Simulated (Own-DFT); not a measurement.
# One host, several defects: hexagonal WC

The numbers are computed, not measured, by runs of the plane-wave DFT program Own-DFT (in-house, retired, unreviewed) at fixed positions, with no spin and no spin-orbit coupling.

All runs used: PBE; PseudoDojo norm-conserving scalar-relativistic files; cutoff 50 hartree; 4 x 4 x 4 k mesh centred on Gamma; cold (Marzari-Vanderbilt) smearing of 0.2 eV.

Caveats: forces on such cells moved up to 12 meV/angstrom on a denser k mesh; stress not checked against mesh or cutoff.

All runs share one cell, with vectors in Å (5.833, -5.052, -2.839); (0.000, -5.052, 8.518); (-5.833, -5.052, -2.839) and a volume of 669.4 Å³. u is the rms random offset of the atoms per axis. The defect's site can differ from row to row.

```
cell,formula,u (Å),P (GPa)
no defect,C32W32,0.0186,3.21
no defect,C32W32,0.0505,6.43
no defect,C32W32,0.0517,6.46
one W vacancy,C32W31,0.0287,2.00
one W vacancy,C32W31,0.0312,?
one W vacancy,C32W31,0.0483,4.05
one W vacancy,C32W31,0.0496,4.76
one C vacancy,C31W32,0.0345,3.92
one C vacancy,C31W32,0.0429,4.56
one C vacancy,C31W32,0.0517,6.00
```

## Fit

P = P0 + c u² + a shift for each defect gives P0 = 2.65 GPa, c = 1460 ± 80 GPa/Å² and a scatter of 0.20 GPa. The shifts, and each times the cell's volume:

- one C vacancy: -0.60 ± 0.16 GPa, -2.5 eV
- one W vacancy: -1.79 ± 0.16 GPa, -7.5 eV

Against the defect-free cell, a freed cell would be larger where the shift is positive and smaller where it is negative (160.2 GPa Å³ is 1 eV). The atoms around the defects weren't relaxed, which would change these numbers.

## Withheld run

The question: what pressure belongs in the blank (one W vacancy, u = 0.0312 Å)?

From the fit: 2.29 ± 0.24 GPa. The hidden result is 2.19 GPa.
